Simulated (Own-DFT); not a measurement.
## Calculated data, Hf₃₆O₇₁ (tetragonal hafnia with one neutral oxygen vacancy, atoms displaced)

Computed with Own-DFT development build. A calculation, not a measurement: plane-wave PBE and HSE06 DFT by an unreviewed code, no spin, of a simulated cell at Gamma alone, so results move with cell size and shape, stress positive in tension, energies less offsets, not probed for a lower state with spin; hafnium file: forces about 75 meV/angstrom off all-electron values; oxygen file: force components 24 meV/angstrom off all-electron in a glass; k mesh not checked against a denser one; forces and stress are PBE's, HSE06 gives the energy alone, and its difference from PBE has offsets of its own; offsets are fitted by least squares, one for each functional and potential file, so energies compare only between cells with the same atoms and settings and are not formation energies; the far tail of each file's local potential was reset to the Coulomb form; each entry is a single point on an unrelaxed cell, so the pressure reflects the starting lattice, taken from the Materials Project, from which strain is counted, and rises with the displacements; printed positions are rounded, which can move forces by about a meV/angstrom; the program is a retired in-house code; no spin-orbit coupling.

Settings shared by all entries: first functional PBE; second functional HSE06; exact exchange share 0.25; screening 0.11 1/bohr; exchange divergence Gygi-Baldereschi; potential files PseudoDojo norm-conserving, scalar-relativistic, made for PBE, standard set; wave cutoff 48 hartree; occupations fixed; k mesh 1 x 1 x 1 centred on Gamma.

```json
{"entry": 1, "formula": "Hf36O71", "kind": "tetragonal hafnia with one neutral oxygen vacancy, atoms displaced", "structure": {"cell_angstrom": [[10.78, 0.0, 0.0], [0.0, 10.78, 0.0], [0.0, 0.0, 10.4493]], "atoms_fractional": [["Hf", 0.99751, 0.99294, 0.99244], ["Hf", 0.1752, 0.1607, 0.25503], ["O", 0.00479, 0.16105, 0.1488], ["O", 0.16615, 0.00062, 0.34966], ["O", 0.00114, 0.17151, 0.40936], ["O", 0.1583, 0.00179, 0.09797], ["Hf", 0.99551, 0.99186, 0.50243], ["Hf", 0.16657, 0.1671, 0.7489], ["O", 0.00339, 0.1666, 0.65088], ["O", 0.16788, 0.99896, 0.84641], ["O", 0.99416, 0.17218, 0.90247], ["O", 0.16208, 0.00135, 0.59408], ["Hf", 0.99743, 0.33818, 0.99517], ["Hf", 0.16075, 0.49282, 0.24743], ["O", 0.99729, 0.49258, 0.14826], ["O", 0.165, 0.33766, 0.35283], ["O", 0.99654, 0.49457, 0.39717], ["O", 0.16018, 0.33699, 0.10282], ["Hf", 0.00494, 0.33188, 0.49633], ["Hf", 0.16416, 0.49727, 0.75084], ["O", 0.00177, 0.50365, 0.66024], ["O", 0.16509, 0.33953, 0.84393], ["O", 0.1698, 0.33773, 0.60346], ["Hf", 0.99794, 0.67506, 0.00293], ["Hf", 0.17154, 0.83236, 0.24879], ["O", 0.00149, 0.82586, 0.15642], ["O", 0.16075, 0.6687, 0.34441], ["O", 0.99491, 0.83322, 0.4115], ["O", 0.1652, 0.67092, 0.09926], ["Hf", 0.99973, 0.6712, 0.4966], ["Hf", 0.1652, 0.82673, 0.75027], ["O", 0.99839, 0.83268, 0.65253], ["O", 0.16207, 0.66808, 0.84518], ["O", 0.00817, 0.83379, 0.91178], ["O", 0.15962, 0.66152, 0.59633], ["Hf", 0.33281, 0.99425, 0.99763], ["Hf", 0.49117, 0.16468, 0.25168], ["O", 0.33991, 0.16484, 0.14702], ["O", 0.49715, 0.99496, 0.34599], ["O", 0.33229, 0.17059, 0.4041], ["O", 0.50256, 0.99298, 0.09338], ["Hf", 0.33897, 0.00206, 0.48661], ["Hf", 0.51128, 0.16806, 0.7493], ["O", 0.33008, 0.17448, 0.64681], ["O", 0.50257, 0.00128, 0.85053], ["O", 0.32158, 0.16695, 0.90662], ["O", 0.50185, 0.00138, 0.59932], ["Hf", 0.3279, 0.33322, 0.0027], ["Hf", 0.50046, 0.49941, 0.24644], ["O", 0.33283, 0.50385, 0.14854], ["O", 0.50271, 0.33779, 0.35028], ["O", 0.33732, 0.5063, 0.40649], ["O", 0.50124, 0.3303, 0.09287], ["Hf", 0.33923, 0.33118, 0.49713], ["Hf", 0.50481, 0.49763, 0.75283], ["O", 0.33528, 0.49228, 0.65], ["O", 0.50206, 0.33157, 0.84684], ["O", 0.33017, 0.5006, 0.90298], ["O", 0.5044, 0.32744, 0.60489], ["Hf", 0.32752, 0.66992, 0.00519], ["Hf", 0.50392, 0.83776, 0.25246], ["O", 0.32674, 0.83153, 0.14938], ["O", 0.49809, 0.67607, 0.34723], ["O", 0.33911, 0.83321, 0.40473], ["O", 0.50242, 0.66025, 0.09109], ["Hf", 0.3391, 0.67046, 0.49904], ["Hf", 0.4998, 0.83059, 0.74806], ["O", 0.33855, 0.82682, 0.65222], ["O", 0.49854, 0.66419, 0.84602], ["O", 0.33037, 0.83878, 0.90566], ["O", 0.50442, 0.66514, 0.59072], ["Hf", 0.66528, 0.00179, 0.99369], ["Hf", 0.82722, 0.16441, 0.24721], ["O", 0.65987, 0.16377, 0.15041], ["O", 0.82885, 0.99225, 0.344], ["O", 0.66038, 0.16922, 0.40111], ["O", 0.83068, 0.9948, 0.09833], ["Hf", 0.66083, 0.0034, 0.5005], ["Hf", 0.83385, 0.15703, 0.75604], ["O", 0.66455, 0.16526, 0.64725], ["O", 0.82515, 0.99818, 0.8408], ["O", 0.66826, 0.16381, 0.90858], ["O", 0.83912, 0.99777, 0.60509], ["Hf", 0.66377, 0.32865, 0.995], ["Hf", 0.83064, 0.50326, 0.25152], ["O", 0.67284, 0.49619, 0.15509], ["O", 0.82827, 0.33838, 0.34646], ["O", 0.66675, 0.49034, 0.40129], ["O", 0.837, 0.32189, 0.09455], ["Hf", 0.66842, 0.34276, 0.49824], ["Hf", 0.84168, 0.49165, 0.75221], ["O", 0.66321, 0.49318, 0.65113], ["O", 0.83097, 0.33974, 0.85004], ["O", 0.66274, 0.51193, 0.89704], ["O", 0.83117, 0.33071, 0.596], ["Hf", 0.67103, 0.67039, 0.99797], ["Hf", 0.83091, 0.82981, 0.25751], ["O", 0.66863, 0.83412, 0.15749], ["O", 0.83289, 0.65484, 0.34637], ["O", 0.66897, 0.83068, 0.40202], ["O", 0.82774, 0.67357, 0.09099], ["Hf", 0.66702, 0.67183, 0.49446], ["Hf", 0.83201, 0.83373, 0.75632], ["O", 0.66822, 0.84017, 0.65169], ["O", 0.82965, 0.65928, 0.8454], ["O", 0.67008, 0.83482, 0.89937], ["O", 0.83558, 0.66497, 0.593]]}, "results": {"PBE_energy_of_cell_above_offsets [eV]": "-96.825", "HSE06_less_PBE_above_offsets [eV]": "0.078", "PBE_pressure [GPa]": 2.73, "PBE_stress_xx [GPa]": 0.3, "PBE_stress_yy [GPa]": -5.38, "PBE_stress_zz [GPa]": -3.1, "PBE_stress_yz [GPa]": 0.82, "PBE_stress_xz [GPa]": 0.2, "PBE_stress_xy [GPa]": 0.05, "force_element": ["Hf", "Hf", "O", "O", "O", "O", "Hf", "Hf", "O", "O", "O", "O", "Hf", "Hf", "O", "O", "O", "O", "Hf", "Hf", "O", "O", "O", "Hf", "Hf", "O", "O", "O", "O", "Hf", "Hf", "O", "O", "O", "O", "Hf", "Hf", "O", "O", "O", "O", "Hf", "Hf", "O", "O", "O", "O", "Hf", "Hf", "O", "O", "O", "O", "Hf", "Hf", "O", "O", "O", "O", "Hf", "Hf", "O", "O", "O", "O", "Hf", "Hf", "O", "O", "O", "O", "Hf", "Hf", "O", "O", "O", "O", "Hf", "Hf", "O", "O", "O", "O", "Hf", "Hf", "O", "O", "O", "O", "Hf", "Hf", "O", "O", "O", "O", "Hf", "Hf", "O", "O", "O", "O", "Hf", "Hf", "O", "O", "O", "O"], "force_x [eV/angstrom]": [0.632, -3.022, -0.48, 0.763, -0.208, 1.52, 0.955, 0.536, -1.103, -0.589, -0.346, 1.418, -0.014, -0.044, -0.359, 0.843, 0.539, 1.378, -0.439, 1.696, -0.479, -0.562, -0.614, 0.1, -1.473, -0.574, 0.156, -0.255, -0.409, 0.317, 0.592, 0.088, -0.09, -0.828, 1.464, -0.705, 2.819, -1.442, -0.128, 0.395, -0.732, -1.666, -2.389, 0.993, -0.112, 0.306, -1.031, -0.171, -0.066, -0.142, -1.125, 0.14, -0.664, -0.313, -0.777, 0.442, 0.427, 0.016, -0.498, 1.228, -0.122, 1.783, 0.485, -0.624, -0.402, -1.054, 0.379, -1.027, -0.438, 0.143, 0.165, -0.177, 1.323, 0.023, 0.104, 0.166, 0.312, 1.772, 1.411, 1.472, 0.613, 0.257, -1.589, 0.859, 1.091, -1.344, 0.073, -0.553, -1.228, 0.278, -1.54, 0.902, -0.128, -0.163, 0.995, -1.568, 0.476, -0.527, -0.286, -0.148, 1.651, 0.612, -0.566, -0.049, 1.136, 0.08, -0.952], "force_y [eV/angstrom]": [3.885, 1.061, 0.016, -0.65, -1.835, -0.491, 2.5, 0.223, 0.051, -0.391, -1.548, -0.505, 0.261, 0.936, 0.937, -1.263, 1.132, -0.21, 0.363, 0.589, -0.457, -1.446, -0.204, -2.533, -0.368, 0.169, -0.112, -0.138, -0.303, -2.304, 1.145, -0.054, -0.344, -0.565, 0.827, 1.886, 1.431, -0.076, 1.675, -1.218, -0.112, -0.339, 0.403, -0.831, -0.204, 0.017, -0.059, 0.695, 0.769, -0.436, -1.044, -0.692, 0.432, 2.552, 0.141, 0.763, -0.488, 0.029, -0.153, -1.345, -1.668, 0.313, -1.539, 0.695, 0.45, -1.453, -0.307, 0.091, 1.611, -1.773, 0.445, -1.361, 1.017, -0.031, 1.619, -1.075, 0.161, 0.469, 2.922, -0.948, -0.546, 0.726, 0.423, 2.201, -2.819, 0.001, -1.556, 4.11, -0.213, -1.995, 1.444, 0.273, -1.989, -2.244, 0.193, -0.71, -0.175, -0.221, 2.95, 1.198, -0.111, -2.17, -2.012, -0.425, 1.614, -0.194, 0.43], "force_z [eV/angstrom]": [2.879, -1.607, 1.663, -0.134, -1.178, -0.175, 0.761, -0.533, 1.064, -0.158, -0.635, -0.311, 0.793, 0.225, -0.332, -0.341, 0.409, -0.372, 1.406, -1.015, -0.381, 1.428, -1.135, 0.496, -0.013, 0.384, -0.003, -1.735, -0.3, 0.798, -1.17, 0.972, 0.891, -2.237, -0.185, 0.354, -0.376, 0.873, 0.944, -1.979, 0.62, 3.252, -0.815, 0.592, -0.547, -0.096, -0.683, -0.86, -0.064, 0.812, -0.767, -0.882, 0.67, 2.825, -0.624, 0.576, 0.752, 0.503, -1.053, -0.896, -2.072, 0.293, -0.436, -0.888, 0.671, 0.922, 0.584, 0.147, -0.604, -0.995, 0.578, 2.032, -0.468, 0.357, 0.906, 0.006, -0.942, 0.454, -2.495, 0.937, 2.055, -1.966, -0.564, 1.025, -0.718, -0.678, -0.464, -1.03, -0.254, 1.553, -1.318, -0.112, 0.435, 0.852, 0.252, -0.635, -1.646, -0.007, 0.72, -0.217, 1.098, 1.305, -2.105, 0.022, 0.166, 0.033, -0.135]}}
{"entry": 2, "formula": "Hf36O71", "kind": "tetragonal hafnia with one neutral oxygen vacancy, atoms displaced", "structure": {"cell_angstrom": [[10.78, 0.0, 0.0], [0.0, 10.78, 0.0], [0.0, 0.0, 10.4493]], "atoms_fractional": [["Hf", 0.00255, 0.00691, 0.99946], ["Hf", 0.1633, 0.17722, 0.25029], ["O", 0.99867, 0.17116, 0.15048], ["O", 0.1625, 0.99204, 0.33788], ["O", 0.9844, 0.15966, 0.40124], ["O", 0.17007, 0.005, 0.09674], ["Hf", 0.00478, 0.9941, 0.5069], ["Hf", 0.15109, 0.16205, 0.73564], ["O", 0.00416, 0.1704, 0.66338], ["O", 0.16568, 0.01244, 0.85225], ["O", 0.99262, 0.16401, 0.89538], ["O", 0.16659, 0.00122, 0.58416], ["Hf", 0.00596, 0.34284, 0.00957], ["Hf", 0.16024, 0.49679, 0.24877], ["O", 0.00853, 0.49729, 0.15946], ["O", 0.99054, 0.4962, 0.40984], ["O", 0.1512, 0.33023, 0.09646], ["Hf", 0.99784, 0.31858, 0.51682], ["Hf", 0.18304, 0.51389, 0.74545], ["O", 0.00259, 0.49103, 0.6589], ["O", 0.15595, 0.32495, 0.83911], ["O", 0.00883, 0.50245, 0.90329], ["O", 0.17356, 0.33755, 0.59839], ["Hf", 0.00632, 0.66035, 0.00382], ["Hf", 0.16686, 0.83283, 0.24395], ["O", 0.99627, 0.8448, 0.14973], ["O", 0.17124, 0.64686, 0.34878], ["O", 0.99908, 0.83248, 0.4009], ["O", 0.16947, 0.66398, 0.10768], ["Hf", 0.00242, 0.6669, 0.49969], ["Hf", 0.17159, 0.84925, 0.73846], ["O", 0.00722, 0.83737, 0.64463], ["O", 0.17449, 0.65274, 0.86072], ["O", 0.01787, 0.84221, 0.90744], ["O", 0.1688, 0.68035, 0.60305], ["Hf", 0.31795, 0.01247, 0.00286], ["Hf", 0.48981, 0.16572, 0.25345], ["O", 0.3354, 0.1657, 0.14963], ["O", 0.49001, 0.99194, 0.34235], ["O", 0.33257, 0.18087, 0.40784], ["O", 0.50502, 0.00011, 0.10268], ["Hf", 0.32963, 0.00448, 0.49202], ["Hf", 0.50496, 0.17878, 0.75108], ["O", 0.33079, 0.18278, 0.6557], ["O", 0.49533, 0.99108, 0.84895], ["O", 0.32331, 0.17121, 0.9093], ["O", 0.49777, 0.99837, 0.59809], ["Hf", 0.34274, 0.34471, 0.99301], ["Hf", 0.49301, 0.51608, 0.24828], ["O", 0.33124, 0.494, 0.1554], ["O", 0.50322, 0.35087, 0.34887], ["O", 0.32494, 0.50023, 0.40502], ["O", 0.50573, 0.32405, 0.10514], ["Hf", 0.33446, 0.34092, 0.49705], ["Hf", 0.49802, 0.50292, 0.74326], ["O", 0.33192, 0.49482, 0.65036], ["O", 0.50004, 0.31843, 0.85173], ["O", 0.32543, 0.49314, 0.89095], ["O", 0.47583, 0.33415, 0.59194], ["Hf", 0.34229, 0.67783, 0.98836], ["Hf", 0.4991, 0.83262, 0.26635], ["O", 0.34402, 0.83605, 0.14967], ["O", 0.50103, 0.66353, 0.34399], ["O", 0.33854, 0.83478, 0.40353], ["O", 0.48775, 0.67315, 0.1087], ["Hf", 0.33518, 0.67573, 0.5061], ["Hf", 0.48963, 0.8229, 0.75012], ["O", 0.34693, 0.84641, 0.6441], ["O", 0.50386, 0.66766, 0.83751], ["O", 0.34179, 0.82507, 0.89602], ["O", 0.50249, 0.66203, 0.6026], ["Hf", 0.66875, 0.00186, 0.0081], ["Hf", 0.81959, 0.1609, 0.24562], ["O", 0.66568, 0.16191, 0.14992], ["O", 0.81987, 0.99857, 0.35724], ["O", 0.66874, 0.1666, 0.40009], ["O", 0.84404, 0.99616, 0.10163], ["Hf", 0.65796, 0.0027, 0.50156], ["Hf", 0.82208, 0.1699, 0.74865], ["O", 0.66689, 0.16491, 0.65994], ["O", 0.83161, 0.02256, 0.84061], ["O", 0.66282, 0.16501, 0.90648], ["O", 0.84365, 0.99176, 0.60373], ["Hf", 0.66362, 0.33724, 0.99485], ["Hf", 0.82871, 0.49093, 0.25553], ["O", 0.66382, 0.50105, 0.14202], ["O", 0.82692, 0.3436, 0.35222], ["O", 0.66935, 0.49788, 0.38701], ["O", 0.83772, 0.33116, 0.07567], ["Hf", 0.65521, 0.32549, 0.49047], ["Hf", 0.83689, 0.51089, 0.76096], ["O", 0.67751, 0.49317, 0.65936], ["O", 0.82726, 0.32878, 0.84926], ["O", 0.66932, 0.50734, 0.90971], ["O", 0.82687, 0.34825, 0.58608], ["Hf", 0.66049, 0.66577, 0.99777], ["Hf", 0.84071, 0.82778, 0.25384], ["O", 0.67347, 0.83125, 0.16116], ["O", 0.82834, 0.66841, 0.34709], ["O", 0.67453, 0.83673, 0.39692], ["O", 0.83836, 0.67033, 0.10507], ["Hf", 0.66872, 0.68076, 0.50592], ["Hf", 0.83547, 0.8344, 0.75624], ["O", 0.66611, 0.82356, 0.6495], ["O", 0.82377, 0.66438, 0.83469], ["O", 0.66723, 0.84276, 0.91342], ["O", 0.82736, 0.66503, 0.60961]]}, "results": {"PBE_energy_of_cell_above_offsets [eV]": "-84.090", "HSE06_less_PBE_above_offsets [eV]": "0.801", "PBE_pressure [GPa]": 6.12, "PBE_stress_xx [GPa]": -6.08, "PBE_stress_yy [GPa]": -6.34, "PBE_stress_zz [GPa]": -5.93, "PBE_stress_yz [GPa]": 0.0, "PBE_stress_xz [GPa]": -2.23, "PBE_stress_xy [GPa]": 0.5, "force_element": ["Hf", "Hf", "O", "O", "O", "O", "Hf", "Hf", "O", "O", "O", "O", "Hf", "Hf", "O", "O", "O", "Hf", "Hf", "O", "O", "O", "O", "Hf", "Hf", "O", "O", "O", "O", "Hf", "Hf", "O", "O", "O", "O", "Hf", "Hf", "O", "O", "O", "O", "Hf", "Hf", "O", "O", "O", "O", "Hf", "Hf", "O", "O", "O", "O", "Hf", "Hf", "O", "O", "O", "O", "Hf", "Hf", "O", "O", "O", "O", "Hf", "Hf", "O", "O", "O", "O", "Hf", "Hf", "O", "O", "O", "O", "Hf", "Hf", "O", "O", "O", "O", "Hf", "Hf", "O", "O", "O", "O", "Hf", "Hf", "O", "O", "O", "O", "Hf", "Hf", "O", "O", "O", "O", "Hf", "Hf", "O", "O", "O", "O"], "force_x [eV/angstrom]": [-0.545, -1.1, -0.033, 0.929, 1.448, -2.155, -3.798, 7.643, -6.522, 0.86, 0.776, 1.522, -2.379, 2.394, -3.333, 0.771, 6.368, -0.104, -4.891, 0.519, 0.498, -1.389, -1.717, 0.36, -0.077, 2.464, -0.675, 0.47, 0.137, -1.27, -0.709, -0.215, -0.045, -0.943, 0.866, 4.857, 1.045, -1.258, 0.128, -0.019, -0.88, 2.069, -2.797, 0.243, -0.025, 0.981, -0.059, -1.389, 1.499, -0.309, -0.257, 0.688, -1.063, -4.243, 1.883, 2.356, -0.049, 2.117, 7.381, -2.463, 1.463, -2.278, -0.286, -0.624, 1.986, -0.679, 3.339, -3.652, -0.167, -1.202, -1.049, -0.786, 2.88, -0.647, 0.388, -1.154, -1.813, 2.436, 2.796, -1.929, -0.14, -0.403, -1.768, 1.536, -0.571, -0.246, -0.24, -0.402, -2.297, 1.402, 1.111, -3.639, -0.61, -0.934, -0.013, 1.442, -1.359, -1.224, 0.542, -1.847, 0.075, 1.666, -0.733, -0.095, 0.282, 0.952, 1.935], "force_y [eV/angstrom]": [1.505, -0.031, -0.438, 1.899, 0.289, -0.701, 0.212, 3.464, 0.156, -2.646, 0.587, -0.324, -2.042, -1.671, 0.444, 0.333, -0.497, 2.726, -4.184, 1.372, 1.56, 0.871, -0.455, 1.097, -1.392, -0.99, 4.418, -0.513, 0.819, -2.075, -0.978, -0.314, 3.666, -2.062, -0.181, -0.069, 1.13, -0.032, 3.625, -2.953, 0.553, 1.101, -5.795, -2.218, 1.048, 0.729, 0.717, -3.239, -3.545, -0.782, -2.554, 1.674, 0.376, 0.392, -1.428, 1.787, 5.721, 1.646, 0.072, -2.322, -0.863, 0.127, 2.122, -0.758, -0.861, -2.11, 5.238, -0.847, -2.454, 2.561, -0.353, 0.477, -0.315, 0.296, 0.383, -0.8, 1.029, -1.145, 2.663, 0.241, -5.761, 0.296, 0.23, -0.816, 2.355, 0.38, -4.045, 1.013, 0.422, 4.01, -5.924, 0.245, 1.592, -1.047, -2.012, 1.731, 1.222, -0.142, -0.961, -0.163, -0.473, -1.983, 2.012, 0.836, 4.343, -2.257, 0.709], "force_z [eV/angstrom]": [0.171, -0.589, 0.999, 1.009, 1.092, 1.173, -3.4, 5.604, -4.968, -1.384, 1.265, 2.47, -4.943, 1.316, -1.641, 0.167, 2.557, -1.641, 0.791, 0.124, 0.189, 0.552, -1.361, 0.932, -0.937, 0.61, 1.477, 0.162, -1.136, -0.508, 2.125, 1.518, -0.364, -1.645, 0.184, -1.272, -1.819, 1.119, 2.475, -1.954, -0.065, 0.307, -0.79, 0.071, -0.999, 0.29, -1.379, 1.811, -0.999, -1.236, 0.015, 0.06, -1.201, -1.106, -0.837, -0.866, 1.478, 0.003, 3.128, 3.02, -4.656, 0.348, 3.323, 0.028, -1.908, -1.909, 0.573, -0.616, 2.651, -1.441, -0.45, 0.424, 0.93, 0.655, -1.096, 0.01, -0.174, 0.012, 1.324, -3.005, 1.75, -0.501, -0.238, 1.005, -0.493, 0.474, -0.875, 1.966, 3.042, 0.187, -3.102, 0.137, -1.245, -1.705, 0.495, 3.175, -0.782, -0.177, 1.328, 1.888, -2.055, -1.255, -1.026, 0.804, 3.928, -1.421, -1.55]}}
```
